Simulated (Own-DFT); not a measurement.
Simulation results for Si47N64 (beta silicon nitride with one vacancy, atoms displaced)

A calculation, not a measurement: plane-wave PBE density functional theory by an unreviewed code, no spin, of a simulated periodic cell, stress positive in tension, free energy of the whole cell less one offset for each atom, defect cell not probed for a lower state with spin; forces on such cells moved up to 12 meV/angstrom on a denser k mesh; offsets are fitted by least squares, one for each functional and potential file, so energies compare only between cells with the same atoms and settings and are not formation energies; the far tail of each file's local potential was reset to the Coulomb form; each entry is a single point on an unrelaxed cell, so the pressure reflects the starting lattice, mostly measured values (interpolated for alloys), from which strain is counted, and rises with the displacements; printed positions are rounded, which can move forces by about a meV/angstrom; the program, named Own-DFT, is a retired in-house code; no spin-orbit coupling; before rounding, a Quantum ESPRESSO 7.3.1 run of the same cell and cutoff gave forces within 1 meV/angstrom rms on each cell, which checks the program and not the settings. Program: Own-DFT development build.

Common to all runs: functional PBE; potential files PseudoDojo norm-conserving, scalar-relativistic, standard set; wave cutoff 42 hartree; occupations Fermi-Dirac; smearing width 0.1 eV; k mesh 2 x 2 x 4 centred on Gamma.

(1) Si47N64 (beta silicon nitride with one vacancy, atoms displaced)

```
Si47N64
1.0
     15.2120     0.0000     0.0000
     -7.6060    13.1740     0.0000
      0.0000     0.0000     5.8180
Si N Si N Si N Si N Si N Si N Si N Si N
6 8 6 8 6 8 5 8 6 8 6 8 6 8 6 8
Direct
  0.08444 0.38657 0.11598
  0.11518 0.19802 0.13185
  0.29132 0.40605 0.11346
  0.41353 0.11413 0.37652
  0.38652 0.30005 0.37513
  0.20774 0.09231 0.38499
  0.16134 0.01274 0.12191
  0.48039 0.15333 0.14811
  0.34857 0.33372 0.12475
  0.32694 0.48392 0.37035
  0.01656 0.34494 0.38168
  0.15479 0.16858 0.37766
  0.16316 0.33506 0.13035
  0.33669 0.16774 0.38087
  0.09095 0.38792 0.62030
  0.11539 0.20017 0.62073
  0.29943 0.41389 0.64153
  0.41223 0.11574 0.88312
  0.38146 0.30098 0.88515
  0.20242 0.08244 0.87592
  0.15970 0.01347 0.61681
  0.49104 0.15122 0.63054
  0.35378 0.33548 0.62436
  0.33203 0.48256 0.86662
  0.01723 0.35194 0.88238
  0.15061 0.15925 0.87241
  0.17336 0.33710 0.62040
  0.33146 0.16022 0.86647
  0.08425 0.88616 0.12451
  0.11853 0.70815 0.12580
  0.29583 0.91602 0.12456
  0.40851 0.61224 0.36937
  0.38348 0.79433 0.37635
  0.19731 0.58417 0.37456
  0.16341 0.51775 0.12499
  0.48614 0.64914 0.13285
  0.34426 0.83205 0.14092
  0.33982 0.98554 0.38108
  0.01619 0.85050 0.37796
  0.15086 0.66548 0.37398
  0.16392 0.83260 0.14268
  0.33262 0.66382 0.37473
  0.09099 0.88480 0.61810
  0.29394 0.90710 0.62693
  0.41060 0.60924 0.87791
  0.38229 0.79491 0.87367
  0.20818 0.58949 0.86600
  0.16189 0.50725 0.63242
  0.48168 0.64848 0.60923
  0.35095 0.83152 0.62492
  0.33279 0.98206 0.88286
  0.01285 0.85119 0.86408
  0.15170 0.66073 0.88310
  0.16522 0.82951 0.61703
  0.32296 0.66060 0.87394
  0.58462 0.38370 0.12530
  0.61447 0.20266 0.10883
  0.79417 0.41434 0.13592
  0.91114 0.11923 0.36387
  0.88708 0.30373 0.36112
  0.70808 0.09515 0.36165
  0.65762 0.01300 0.12602
  0.98403 0.15613 0.12142
  0.84563 0.33252 0.11597
  0.82673 0.48302 0.36982
  0.51501 0.35015 0.37906
  0.64812 0.16183 0.37741
  0.66284 0.33343 0.11268
  0.83231 0.16425 0.38257
  0.59155 0.38241 0.63457
  0.61840 0.20345 0.62597
  0.80092 0.41125 0.63465
  0.91173 0.11726 0.88640
  0.88717 0.30286 0.86662
  0.70051 0.08467 0.88092
  0.67333 0.01712 0.64139
  0.98396 0.14730 0.60677
  0.84268 0.33152 0.63173
  0.82989 0.48175 0.88224
  0.52017 0.35020 0.87379
  0.65322 0.16791 0.86971
  0.66581 0.33713 0.62937
  0.83212 0.16653 0.88422
  0.59203 0.87953 0.12700
  0.61531 0.69636 0.13092
  0.80137 0.91444 0.12308
  0.91464 0.61642 0.37946
  0.87655 0.79805 0.37680
  0.69268 0.57679 0.36722
  0.66094 0.51492 0.12690
  0.97688 0.64363 0.11678
  0.84505 0.83243 0.12271
  0.83138 0.98323 0.36619
  0.51868 0.85752 0.36911
  0.64625 0.66654 0.37958
  0.66471 0.83741 0.12566
  0.83138 0.66223 0.38319
  0.58737 0.88140 0.62881
  0.61940 0.70243 0.63872
  0.79929 0.91120 0.62960
  0.90639 0.61131 0.87714
  0.89100 0.79632 0.86961
  0.69689 0.57785 0.87814
  0.66216 0.51467 0.61330
  0.98177 0.64992 0.63567
  0.84946 0.83612 0.61217
  0.82770 0.98449 0.87259
  0.51889 0.84950 0.87492
  0.65125 0.66342 0.87903
  0.66525 0.83562 0.62989
  0.83156 0.66990 0.87874
```

Results for Si47N64 (beta silicon nitride with one vacancy, atoms displaced): free energy of cell above offsets 1.937 eV; pressure 7.67 GPa; stress xx -9 GPa; stress yy -6.44 GPa; stress zz -7.58 GPa; stress yz -0.87 GPa; stress xz 0.02 GPa; stress xy 1.27 GPa.

Force:
| element | x (eV/Å) | y (eV/Å) | z (eV/Å) |
| --- | --- | --- | --- |
| Si | 1.92 | 0.864 | 3.138 |
| Si | -1.021 | 1.752 | -1.98 |
| Si | -1.348 | 2.206 | 2.787 |
| Si | -0.691 | -0.227 | 4.166 |
| Si | 0.855 | -1.289 | 0.742 |
| Si | 0.324 | -1.871 | -1.703 |
| N | 0.422 | 1.798 | 1.374 |
| N | 3.106 | 1.032 | -5.403 |
| N | -0.587 | 0.474 | 1.171 |
| N | 1.172 | -1.487 | -0.084 |
| N | -1.673 | 0.475 | -1.513 |
| N | 0.238 | -0.34 | -0.65 |
| N | 1.073 | -2.26 | -0.75 |
| N | -0.944 | 0.539 | -0.236 |
| Si | 0.717 | -4.375 | 1.21 |
| Si | -0.98 | 1.447 | 1.406 |
| Si | 0.05 | -1.481 | -6.444 |
| Si | 1.464 | -0.311 | -0.608 |
| Si | 3.833 | -2.797 | -3.247 |
| Si | 0.185 | -0.258 | -0.815 |
| N | 0.489 | 1.342 | 1.104 |
| N | -2.388 | -1.142 | 0.591 |
| N | -1.193 | 0.866 | 1.045 |
| N | 0.512 | 0.893 | 3.893 |
| N | -1.763 | -0.826 | -3.436 |
| N | -1.954 | 1.486 | 0.666 |
| N | -1.643 | -2.675 | 0.691 |
| N | -1.186 | 2.749 | 0.618 |
| Si | 0.215 | -1.647 | 0.228 |
| Si | -0.493 | -3.605 | -0.332 |
| Si | 0.649 | -2.024 | 2.362 |
| Si | 0.195 | -0.158 | 0.391 |
| Si | 0.75 | 0.39 | 0.094 |
| Si | 0.674 | 1.267 | 0.975 |
| N | 0.218 | -1.89 | -0.867 |
| N | -0.813 | -0.918 | -2.253 |
| N | 0.478 | 0.074 | -2.625 |
| N | -0.617 | -0.74 | -0.075 |
| N | -2.299 | -0.756 | -1.105 |
| N | -0.414 | -0.009 | -1.014 |
| N | -0.56 | 2.502 | -0.959 |
| N | -1.147 | 0.16 | -0.036 |
| Si | -0.146 | -1.895 | 0.015 |
| Si | 0.389 | -0.267 | -0.162 |
| Si | -0.314 | 3.216 | -1.069 |
| Si | 0.522 | 0.322 | 1.532 |
| Si | -6.267 | -4.412 | 0.859 |
| N | 0.18 | 5.348 | -1.163 |
| N | 1.309 | 0.031 | 3.474 |
| N | -0.55 | 0.788 | 0.523 |
| N | 0.297 | 1.222 | -1.825 |
| N | 3.181 | 1.743 | 1.035 |
| N | -1.511 | 1.209 | 1.242 |
| N | 0.035 | 0.978 | 0.459 |
| N | 8.371 | 4.488 | 0.217 |
| Si | 0.39 | -1.029 | 0.945 |
| Si | -0.623 | 0.055 | 2.903 |
| Si | -0.111 | -1.861 | -2.189 |
| Si | 0.912 | -2.151 | 1.438 |
| Si | 0.484 | -2.35 | 1.947 |
| Si | -0.741 | -4.486 | 2.274 |
| N | 0.665 | 1.16 | 0.368 |
| N | 1.982 | -0.112 | 0.571 |
| N | -0.155 | 1.009 | 0.793 |
| N | 0.993 | 0.512 | 3.058 |
| N | 0.421 | 0.633 | -0.226 |
| N | -1.359 | 1.823 | -1.549 |
| N | 1.09 | -0.291 | 0.756 |
| N | -0.311 | 3.919 | -0.599 |
| Si | -3.467 | 0.941 | -2.125 |
| Si | -0.278 | 0.937 | -1.009 |
| Si | -4.141 | 2.083 | -1.302 |
| Si | -0.573 | -0.721 | -3.827 |
| Si | 0.907 | -2.747 | 1.571 |
| Si | 0.697 | 0.323 | 0.024 |
| N | -0.95 | -1.054 | -3.333 |
| N | 0.343 | 0.29 | 2.53 |
| N | 2.766 | -0.787 | -2.582 |
| N | -0.163 | 0 | -0.264 |
| N | -3.397 | -0.839 | 0.997 |
| N | -0.043 | -0.253 | 0.816 |
| N | 4.77 | -2.195 | -0.413 |
| N | 0.01 | 1.665 | -0.115 |
| Si | -6.881 | 3.238 | -0.267 |
| Si | -1.821 | 3.304 | -0.841 |
| Si | -2.634 | -0.532 | -0.411 |
| Si | 0.52 | 0.005 | 0.476 |
| Si | 4.161 | -2.176 | -2.31 |
| Si | 1.312 | 5.423 | 2.16 |
| N | -0.173 | -2.344 | -1.621 |
| N | 2.235 | 1.527 | 1.893 |
| N | 1.601 | -0.499 | -1.201 |
| N | 0.664 | 1.309 | 1.414 |
| N | -0.698 | -1.416 | 1.246 |
| N | 2.82 | -1.824 | 0.756 |
| N | 8.087 | -4.364 | -0.028 |
| N | -2.285 | 0.979 | -0.632 |
| Si | -1.472 | 2.669 | -1.121 |
| Si | -3.042 | 1.163 | -1.87 |
| Si | -2.933 | 1.625 | -1.508 |
| Si | 0.853 | 1.162 | -1.343 |
| Si | -4.44 | -0.044 | 0.22 |
| Si | 0.991 | 3.424 | -2.212 |
| N | -0.155 | -1.412 | 2.909 |
| N | -0.892 | -0.576 | -0.896 |
| N | 0.231 | -0.292 | 3.766 |
| N | 1.606 | 0.809 | 0.584 |
| N | -2.34 | -1.472 | 0.881 |
| N | 0.004 | -0.74 | 0.637 |
| N | 3.483 | -2.317 | 0.061 |
| N | -0.237 | -3.104 | 0.147 |

(2) Si47N64 (beta silicon nitride with one vacancy, atoms displaced)

```
Si47N64
1.0
     15.2120     0.0000     0.0000
     -7.6060    13.1740     0.0000
      0.0000     0.0000     5.8180
Si N Si N Si N Si N Si N Si N Si N Si N
6 8 6 8 6 8 6 8 6 8 5 8 6 8 6 8
Direct
  0.08149 0.38013 0.11093
  0.11232 0.19550 0.12802
  0.29890 0.41708 0.12724
  0.41460 0.11335 0.37198
  0.38638 0.29598 0.38231
  0.19881 0.08620 0.37375
  0.16720 0.01688 0.13154
  0.48625 0.16031 0.12668
  0.34766 0.33712 0.11430
  0.33325 0.48280 0.36822
  0.01488 0.35014 0.37521
  0.14619 0.16226 0.36514
  0.16823 0.33735 0.11557
  0.33175 0.16092 0.38716
  0.08494 0.38246 0.62444
  0.11093 0.20121 0.63309
  0.29967 0.41363 0.62183
  0.40525 0.11335 0.87821
  0.38783 0.30210 0.86468
  0.20262 0.09032 0.87224
  0.16636 0.01333 0.62221
  0.47612 0.14543 0.62100
  0.35157 0.33313 0.63242
  0.33802 0.49204 0.87635
  0.01381 0.35011 0.87442
  0.15424 0.16879 0.88419
  0.17034 0.33622 0.64419
  0.33747 0.16876 0.87824
  0.08409 0.88272 0.11427
  0.11813 0.70475 0.11165
  0.29363 0.91434 0.11884
  0.41077 0.61029 0.37078
  0.38834 0.80218 0.37326
  0.20350 0.58397 0.37547
  0.17077 0.52188 0.12487
  0.48795 0.65128 0.12705
  0.35259 0.83679 0.11590
  0.33376 0.97799 0.37056
  0.01775 0.85131 0.36772
  0.15320 0.66933 0.36262
  0.17512 0.83918 0.12628
  0.33664 0.66319 0.37999
  0.08799 0.88164 0.63369
  0.11799 0.70298 0.64029
  0.29281 0.91609 0.61916
  0.40467 0.61218 0.88237
  0.38361 0.79614 0.87666
  0.20416 0.58763 0.86250
  0.16141 0.50959 0.62963
  0.48885 0.65001 0.63020
  0.34897 0.83590 0.62001
  0.33903 0.98754 0.87585
  0.01827 0.84720 0.89431
  0.15175 0.65604 0.87668
  0.16895 0.83315 0.63341
  0.33626 0.67229 0.86915
  0.58752 0.38419 0.12375
  0.61829 0.20288 0.12303
  0.80145 0.41848 0.12026
  0.90506 0.11164 0.39010
  0.87720 0.29301 0.38568
  0.70474 0.09094 0.37961
  0.67034 0.01849 0.13805
  0.98620 0.15212 0.14637
  0.85119 0.33691 0.12602
  0.83946 0.48795 0.37559
  0.52504 0.34976 0.38996
  0.65208 0.16426 0.36753
  0.66551 0.33777 0.13637
  0.82815 0.16050 0.36626
  0.58697 0.38251 0.62681
  0.61745 0.20183 0.61989
  0.80246 0.41892 0.63854
  0.87736 0.29957 0.89027
  0.70788 0.09138 0.87721
  0.66552 0.01577 0.63212
  0.98410 0.15090 0.61543
  0.85462 0.33417 0.62609
  0.83486 0.48126 0.87587
  0.51657 0.34816 0.86260
  0.65735 0.17525 0.86896
  0.66765 0.33512 0.62960
  0.83318 0.16906 0.88097
  0.59226 0.88910 0.11810
  0.60925 0.69555 0.12145
  0.79957 0.91491 0.13977
  0.91194 0.61873 0.36580
  0.88703 0.80181 0.37231
  0.70094 0.58168 0.38630
  0.66962 0.52136 0.13096
  0.99175 0.65224 0.11519
  0.85122 0.83576 0.12614
  0.83271 0.98374 0.37039
  0.51234 0.85274 0.36224
  0.64843 0.66806 0.37448
  0.66707 0.83008 0.12683
  0.83907 0.67262 0.37736
  0.59034 0.88905 0.63176
  0.61648 0.69848 0.62661
  0.79474 0.91857 0.61365
  0.91669 0.61704 0.88273
  0.88624 0.80060 0.88470
  0.70558 0.58611 0.87716
  0.66719 0.51682 0.62919
  0.98269 0.64701 0.63372
  0.84349 0.83023 0.62573
  0.83511 0.98637 0.87434
  0.52107 0.85111 0.88273
  0.65387 0.66799 0.88759
  0.66907 0.82971 0.62387
  0.83103 0.66662 0.87410
```

Results for Si47N64 (beta silicon nitride with one vacancy, atoms displaced): free energy of cell above offsets 1.668 eV; pressure 7.7 GPa; stress xx -7.74 GPa; stress yy -6.15 GPa; stress zz -9.21 GPa; stress yz -1.66 GPa; stress xz -0.34 GPa; stress xy -0.26 GPa.

Force:
| element | x (eV/Å) | y (eV/Å) | z (eV/Å) |
| --- | --- | --- | --- |
| Si | 1.646 | 1.789 | 2.749 |
| Si | -2.376 | 3.081 | -0.886 |
| Si | -1.16 | -1.909 | -2.338 |
| Si | -1.493 | -0.84 | -0.42 |
| Si | 0.437 | -0.749 | -1.788 |
| Si | 1.268 | 0.478 | 0.458 |
| N | -0.315 | -1.141 | -2.447 |
| N | 0.919 | -1.122 | -0.772 |
| N | 2.493 | -0.649 | 1.586 |
| N | 0.508 | 0.232 | 2.192 |
| N | -1.116 | -0.486 | -0.779 |
| N | 1.525 | 0.029 | 3.715 |
| N | 0.261 | -1.531 | 0.548 |
| N | -0.808 | 1.748 | -0.588 |
| Si | 0.069 | -1.325 | 0.242 |
| Si | 0.002 | 0.38 | -0.777 |
| Si | -0.621 | 0.085 | 1.168 |
| Si | 3.417 | 1.594 | -0.327 |
| Si | 0.91 | -2.192 | 3.752 |
| Si | 1.752 | -0.79 | 0.874 |
| N | -0.521 | 0.048 | 1.247 |
| N | 3.666 | 1.386 | 1.474 |
| N | -1.867 | 1.616 | -3.192 |
| N | -0.139 | -5.105 | -0.652 |
| N | -1.916 | -0.272 | -1.156 |
| N | -0.51 | -0.442 | -2.073 |
| N | -0.221 | -1.057 | -0.949 |
| N | -3.78 | 1.035 | -0.042 |
| Si | 4.681 | 3.055 | 6.099 |
| Si | 2.499 | 0.786 | 1.952 |
| Si | 4.676 | 0.877 | -0.028 |
| Si | 1.785 | 2.614 | 1.655 |
| Si | -1.83 | -2.096 | -0.381 |
| Si | -0.57 | 1.719 | 0.128 |
| N | -0.1 | -2.961 | -1.433 |
| N | -3.902 | -2.204 | -0.421 |
| N | -1.005 | 0.331 | 0.991 |
| N | -0.073 | 3.089 | -0.551 |
| N | 0.087 | -0.152 | 1.83 |
| N | 0.177 | -0.634 | 2.429 |
| N | -5.169 | -4.015 | -0.706 |
| N | -1.837 | 1.23 | -0.073 |
| Si | -0.642 | 0.331 | -1.505 |
| Si | 0.28 | -1.197 | -3.242 |
| Si | 3.264 | -0.565 | 1.284 |
| Si | 3.264 | 5.491 | -1.231 |
| Si | 0.451 | 2.731 | -1.339 |
| Si | 3.11 | -2.028 | 2.123 |
| N | 0.41 | 2.141 | -1.381 |
| N | -2.244 | -1.547 | -0.169 |
| N | 0.06 | 0.096 | 1.055 |
| N | -0.767 | -1.565 | -0.622 |
| N | -3.31 | -1.587 | -6.385 |
| N | -4.825 | 3.766 | -0.686 |
| N | -1.814 | -0.973 | 0.355 |
| N | -0.259 | -2.673 | -0.024 |
| Si | -0.578 | 0.907 | 0.187 |
| Si | -2.005 | 1.818 | -0.487 |
| Si | -1.408 | -2.636 | 3.075 |
| Si | 2.463 | 1.36 | -1.759 |
| Si | 3.309 | -0.152 | -2.276 |
| Si | -0.338 | -3.029 | 0.289 |
| N | -0.64 | -0.304 | -1.947 |
| N | -0.871 | -0.449 | 1.061 |
| N | -2.012 | 1.155 | 3.283 |
| N | -0.106 | -0.04 | 0.055 |
| N | -4.789 | -1.301 | -4.23 |
| N | -1.456 | 1.081 | 0.934 |
| N | 3.427 | -0.99 | -0.618 |
| N | 0.093 | 3.325 | 0.76 |
| Si | 2.713 | 1.607 | 1.288 |
| Si | -2.705 | 0.917 | -0.087 |
| Si | -0.424 | -3.539 | -4.555 |
| Si | 4.955 | -2.714 | -3.158 |
| Si | 0.404 | -0.832 | 1.048 |
| N | -0.118 | 1.465 | -0.548 |
| N | 0.329 | 0.208 | 0.038 |
| N | -3.334 | 2.022 | 1.495 |
| N | 0.289 | 4.084 | 1.361 |
| N | -0.736 | 0.549 | 2.921 |
| N | 0.426 | -1.607 | 0.723 |
| N | 1.774 | -0.225 | -0.004 |
| N | -0.262 | 1.351 | -0.098 |
| Si | 0.51 | -0.795 | 2.348 |
| Si | 2.114 | 2.695 | 1.236 |
| Si | -0.745 | -1.133 | -5.338 |
| Si | 1.952 | 0.463 | 1.537 |
| Si | -0.092 | -0.566 | 1.545 |
| Si | -0.318 | 4.506 | -1.585 |
| N | -0.231 | -3.182 | -0.58 |
| N | -1.961 | -0.71 | 1.507 |
| N | -0.132 | 0.75 | 0.678 |
| N | -0.19 | 1.191 | 1.464 |
| N | 3.492 | 1.703 | 1.728 |
| N | 2.603 | -2.305 | 0.011 |
| N | -0.313 | 1.075 | 0.313 |
| N | -1.575 | -1.603 | -0.25 |
| Si | 0.034 | -2.884 | -1.696 |
| Si | -0.471 | 0.985 | 1.012 |
| Si | 1.915 | -1.61 | 3.932 |
| Si | -2.286 | -0.054 | -1.579 |
| Si | -0.952 | -1.293 | -2.215 |
| Si | -1.638 | 1.61 | 0.649 |
| N | -0.023 | -1.826 | 1.09 |
| N | 1.335 | 0.904 | -1.415 |
| N | 1.152 | 1.106 | 0.071 |
| N | -0.436 | -1.252 | 0.385 |
| N | -1.982 | -0.583 | -1.973 |
| N | 0.931 | -1.371 | -2.311 |
| N | -2.44 | 1.521 | -0.279 |
| N | 2.921 | 0.675 | 0.423 |
